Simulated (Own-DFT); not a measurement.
# Strain and stress in 2H SiC, 72 atoms (C36Si36)

These are calculations, not measurements. They come from Own-DFT, an in-house plane-wave density functional program, since retired, whose code no person has reviewed. Each row is one single-point run on a periodic cell that was not relaxed, without spin or spin-orbit coupling.

Settings of every run: PBE; PseudoDojo norm-conserving scalar-relativistic files; cutoff 42 hartree; 4 x 4 x 3 k mesh centred on Gamma; Fermi-Dirac smearing of 0.1 eV.

Known limits: forces on such cells passed a denser k mesh, each cell not checked; stress not checked against mesh or cutoff.

Unstrained cell vectors in Å: (9.248, 0.000, 0.000); (-4.624, 8.009, 0.000); (0.000, 0.000, 10.068). The unstrained cell has measured lattice constants (interpolated for alloys), not those of this functional. That, the random moves and any unrelaxed bonds set the pressure at no strain. Each run strains this cell uniformly, with the atoms carried along. Every atom was also moved at random, by a Gaussian of width 0.05 Å on each axis. Strain is the symmetric tensor, in per cent. Stress is positive in tension, and the pressure is minus a third of its trace.

| run | e_xx (%) | e_yy (%) | e_zz (%) | e_yz (%) | e_xz (%) | e_xy (%) | s_xx (GPa) | s_yy (GPa) | s_zz (GPa) | s_yz (GPa) | s_xz (GPa) | s_xy (GPa) | P (GPa) | E (meV/atom) |
|---|---|---|---|---|---|---|---|---|---|---|---|---|---|---|
| 1 | -1.27 | -1.03 | 1.80 | -1.71 | 0.44 | 0.39 | -12.30 | -10.47 | 2.93 | -5.16 | 1.95 | 3.24 | 6.61 | 0.0 |
| 2 | 0.32 | 0.46 | -0.51 | 1.00 | -0.02 | -1.64 | -2.20 | -0.63 | -13.93 | 3.67 | -0.51 | -6.90 | 5.59 | 27.0 |
| 3 | -0.35 | -0.44 | 0.55 | 1.56 | 0.88 | 0.94 | -6.54 | -6.99 | -4.50 | 5.62 | 4.03 | 3.60 | 6.01 | 3.4 |
| 4 | 0.88 | 1.53 | 1.60 | -1.65 | 0.55 | -0.21 | 1.95 | 5.61 | 2.21 | -4.37 | 1.19 | -1.04 | -3.26 | 1.0 |
| 5 | 0.14 | -1.63 | -0.74 | 1.59 | -1.62 | 1.00 | -6.04 | -14.75 | -12.90 | 5.94 | -4.27 | 3.07 | 11.23 | 31.1 |
| 6 | -1.95 | -1.24 | 1.00 | 1.96 | 1.39 | -1.71 | -16.87 | -12.93 | -3.62 | 5.94 | 3.88 | -9.04 | 11.14 | 31.5 |
| 7 | 0.58 | -0.38 | -1.82 | -0.87 | -0.75 | -1.91 | -2.73 | -5.89 | -19.39 | -2.09 | -4.09 | -8.17 | 9.33 | 21.5 |
| 8 | 1.00 | -0.91 | -0.23 | -0.45 | 1.81 | -0.25 | -0.83 | -10.26 | -8.93 | -1.51 | 5.67 | -0.63 | 6.67 | 34.3 |
| 9 | -1.74 | -0.10 | -1.30 | 1.70 | 0.25 | -1.38 | -15.22 | -7.71 | -18.28 | 5.52 | 1.53 | -5.97 | 13.74 | 42.2 |
| 10 | -1.26 | 1.45 | -0.13 | -0.01 | -1.21 | -1.25 | -11.95 | 1.94 | -6.85 | -0.37 | -3.40 | -4.72 | 5.62 | 13.2 |
| 11 | -1.14 | -1.12 | -0.91 | 1.77 | 1.41 | -1.51 | -12.38 | -15.84 | -13.12 | 6.74 | 4.62 | -8.57 | 13.78 | 46.0 |
| 12 | -0.80 | -1.31 | -1.05 | 1.46 | 0.62 | -1.72 | -11.01 | -12.21 | -18.50 | 5.74 | 1.44 | -8.61 | 13.90 | 52.7 |
| 13 | -0.54 | -1.89 | 1.18 | 1.44 | -1.46 | -1.35 | -6.80 | -16.05 | -2.43 | 5.22 | -4.34 | -5.24 | 8.43 | 18.5 |
| 14 | 0.43 | -0.20 | 0.17 | -0.53 | 1.52 | -1.14 | -2.74 | -3.57 | -7.77 | -2.32 | 4.81 | -5.52 | 4.69 | 6.0 |
| 15 | 1.84 | -1.30 | -1.55 | 0.71 | 0.57 | -0.99 | 2.25 | -9.72 | -15.86 | 1.87 | 1.22 | -5.36 | 7.78 | 20.8 |
| 16 | -0.84 | -0.66 | 1.74 | 0.62 | 0.46 | 0.37 | -10.67 | -7.20 | 2.07 | 1.39 | 2.63 | 1.65 | 5.27 | 12.9 |
| 17 | -0.84 | -0.78 | -0.16 | -1.17 | -0.57 | -1.20 | ? | ? | ? | ? | ? | ? | ? | ? |

E is the free energy for each atom above the lowest run shown.

## Worked fit

Each stress component was fitted by least squares to a constant and the strains of the runs shown, as fractions, with shears doubled. Shear strains stay in the fit of a normal stress only where such slopes are resolved. The slopes, in GPa:

```
stress,at no strain,per e_xx,per e_yy,per e_zz,scatter
s_xx,-5.1,554 ± 23,66 ± 24,51 ± 21,0.94
s_yy,-4.3,130 ± 34,583 ± 35,57 ± 30,1.35
s_zz,-8.3,53 ± 40,33 ± 42,631 ± 36,1.62
```

Each shear stress against twice its own strain: yz 160 ± 11, xz 158 ± 6, xy 217 ± 12 GPa. These are stiffnesses along x, y and z of the frame in which the cell vectors are given, which need not be the crystal's axes. The atoms are held to the strained lattice; where symmetry lets them move under strain, relaxing them would lower some slopes. The table should be nearly symmetric about its diagonal, and what it lacks of that shows the noise. A ninth of its sum, 240 ± 6 GPa, estimates the bulk modulus near the mean pressure of these runs, 7.9 GPa, so it lies above the value at zero pressure.

## Withheld run

Question: what normal stresses and pressure should run 17 give?

The fit gives s_xx = -10.4, s_yy = -10.1, s_zz = -10.0 and P = 10.1 GPa. The calculation gave -12.11, -7.67, -11.10 and P = 10.29 GPa.
